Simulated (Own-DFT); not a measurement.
# What a defect does to the pressure of its cell: D0_22 TiAl3

Everything here is calculated. The program is Own-DFT (plane waves, in-house, since retired, never reviewed by a person); positions were held fixed, and spin and spin-orbit coupling were off.

Settings: PBE; PseudoDojo norm-conserving scalar-relativistic files; cutoff 42 hartree; 4 x 4 x 4 k mesh centred on Gamma; cold (Marzari-Vanderbilt) smearing of 0.2 eV.

Known weak points: forces on such cells failed a check on a denser k mesh; stress not checked against mesh or cutoff.

All runs share one cell, with vectors in Å (-2.365, -6.981, 4.326); (-7.667, 3.491, 1.442); (-2.950, -3.488, -7.241) and a volume of 625.4 Å³. The atoms are randomly displaced, by u rms on each axis. The defect's site can differ from row to row.

| cell | formula | u (Å) | P (GPa) |
|---|---|---|---|
| no defect | Al30Ti10 | 0.0175 | 1.94 |
| no defect | Al30Ti10 | 0.0196 | 1.96 |
| no defect | Al30Ti10 | 0.0491 | 2.59 |
| one Ti vacancy | Al30Ti9 | 0.0293 | 1.80 |
| one Ti vacancy | Al30Ti9 | 0.0305 | 1.91 |
| one Ti vacancy | Al30Ti9 | 0.0488 | 2.34 |
| two Ti on an Al site each | Al28Ti12 | 0.0290 | 3.33 |
| two Ti on an Al site each | Al28Ti12 | 0.0297 | 3.18 |
| two Ti on an Al site each | Al28Ti12 | 0.0468 | 3.78 |
| two Al vacancies | Al28Ti10 | 0.0287 | 1.17 |
| two Al vacancies | Al28Ti10 | 0.0309 | 1.28 |
| two Al vacancies | Al28Ti10 | 0.0449 | ? |
| two Al vacancies | Al28Ti10 | 0.0527 | 1.80 |
| two Al on a Ti site each | Al32Ti8 | 0.0286 | 2.84 |
| two Al on a Ti site each | Al32Ti8 | 0.0514 | 3.38 |
| two Al on a Ti site each | Al32Ti8 | 0.0550 | 3.49 |

## Working it out

P = P0 + c u² + a shift for each defect gives P0 = 1.84 GPa, c = 317 ± 18 GPa/Å² and a scatter of 0.06 GPa. The shifts, and each times the cell's volume:

- two Ti on an Al site each: 1.18 ± 0.05 GPa, 4.6 eV (2.3 eV for each of its 2 sites)
- two Al on a Ti site each: 0.72 ± 0.05 GPa, 2.8 eV (1.4 eV for each of its 2 sites)
- one Ti vacancy: -0.26 ± 0.05 GPa, -1.0 eV
- two Al vacancies: -0.90 ± 0.05 GPa, -3.5 eV (-1.8 eV for each of its 2 sites)

Against the defect-free cell, a freed cell would be larger where the shift is positive and smaller where it is negative (160.2 GPa Å³ is 1 eV). The atoms around the defects weren't relaxed, which would change these numbers.

## Withheld run

Question: what pressure belongs in the blank (two Al vacancies, u = 0.0449 Å)?

Estimate: 1.57 ± 0.07 GPa. Computed: 1.60 GPa.
